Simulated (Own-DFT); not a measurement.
# One trend across several semiconductors

Calculated, not measured: single-point runs of Own-DFT, a retired in-house plane-wave DFT program that no person has reviewed, on unrelaxed cells, without spin or spin-orbit coupling.

Known weak points (not all hold for every row): forces on such cells moved up to 12 meV/angstrom on a denser k mesh; forces not confirmed at this smearing and k mesh; k mesh not checked against a denser one; forces on such cells passed a denser k mesh, each cell not checked; stress not checked against mesh or cutoff.

All runs are PBE with PseudoDojo norm-conserving files; cutoff and k mesh are each material's own. Every cell starts from measured lattice constants and was given uniform random strains and small random moves of its atoms. Each triple is the change of volume in per cent, the rms move u in Å and the pressure in GPa.

- 3C SiC (C48Si48), 10.36 Å³/atom unstrained: (-2.07, 0.047, 11.13); (-0.85, 0.049, 7.66); (-0.78, 0.054, 7.37); (-0.03, 0.050, 6.05); (0.93, 0.049, 3.02); (1.28, 0.052, 2.21); (2.45, 0.049, 0.02)
- wurtzite AlN (Al36N36), 10.45 Å³/atom unstrained: (-3.17, 0.050, 13.68); (-2.66, 0.051, 11.76); (-0.41, 0.055, 6.92); (0.19, 0.048, 5.20); (1.39, 0.054, 4.01); (1.54, 0.048, 2.99); (2.14, 0.047, 1.22)
- wurtzite GaN (Ga36N36), 11.42 Å³/atom unstrained: (-3.08, 0.048, 14.66); (-2.48, 0.051, 13.22); (-0.64, 0.048, 9.06); (-0.19, 0.051, 8.03); (1.16, 0.052, 6.06); (2.36, 0.046, 3.00); (3.86, 0.050, 0.71)
- diamond silicon (Si64), 20.02 Å³/atom unstrained: (-1.95, 0.047, 4.49); (-1.42, 0.047, 3.93); (-1.20, 0.048, 3.86); (-1.15, 0.052, 4.13); (0.81, 0.048, 1.81); (1.52, 0.051, 1.09); (2.95, 0.047, -0.15)
- zincblende GaP (Ga32P32), 20.24 Å³/atom unstrained: (-1.73, 0.047, 4.94); (-1.63, 0.051, 4.93); (0.46, 0.051, 2.84); (0.61, 0.046, 2.77); (1.24, 0.048, 2.20); (1.51, 0.048, 2.10); (2.30, 0.048, 1.47)
- zincblende InP (In32P32), 25.27 Å³/atom unstrained: withheld
- grey tin (Sn64), 34.15 Å³/atom unstrained: (-3.70, 0.053, 5.96); (-1.96, 0.051, 4.78); (-0.43, 0.052, 3.87); (-0.41, 0.052, 3.94); (-0.36, 0.049, 4.04); (0.17, 0.052, 3.67); (1.20, 0.055, 3.12)

## What the rows give

Fit a line to each set against the fractional change of volume; B is minus its slope, and u is nearly the same within a set. To take it to zero pressure, assume that B rises by 4 GPa for each GPa: B0 = B - 4 x (mean pressure). The bond length of an ideal tetrahedral crystal with the unstrained volume v is d = (√3/4)(8 v)^(1/3). Cohen's empirical rule reads B0 = (1971 - 220 L) d^(-3.5) GPa, with L = 0 for group IV crystals and SiC and 1 for III-V compounds.

```
material,L,d (Å),B (GPa),mean P (GPa),B0 (GPa),rule (GPa)
3C SiC (C48Si48),0,1.888,249 ± 10,5.3,227 ± 10,213
wurtzite AlN (Al36N36),1,1.893,220 ± 11,6.5,194 ± 11,188
wurtzite GaN (Ga36N36),1,1.950,202 ± 7,7.8,171 ± 7,169
diamond silicon (Si64),0,2.352,98 ± 4,2.7,87 ± 4,99
zincblende GaP (Ga32P32),1,2.360,89 ± 3,3.0,77 ± 3,87
zincblende InP (In32P32),1,2.541,?,?,?,67
grey tin (Sn64),0,2.810,58 ± 3,4.2,41 ± 3,53
```

A line through ln[B0/(1971 - 220 L)] against ln d has a slope of -4.3 ± 0.03 and a scatter of 1 %. Against the rule, B0 stands at 107 % for 3C SiC, 103 % for wurtzite AlN, 101 % for wurtzite GaN, 88 % for diamond silicon, 89 % for zincblende GaP, 77 % for grey tin. PBE tends to make silicon and heavier crystals too soft, and the rule itself is only a guide.

## Check

Q: what B0 does the fitted trend give for zincblende InP (In32P32)?

The line gives 56 GPa. Its own runs give B = 73 ± 3 GPa at a mean pressure of 3.6 GPa, so B0 = 59 GPa.
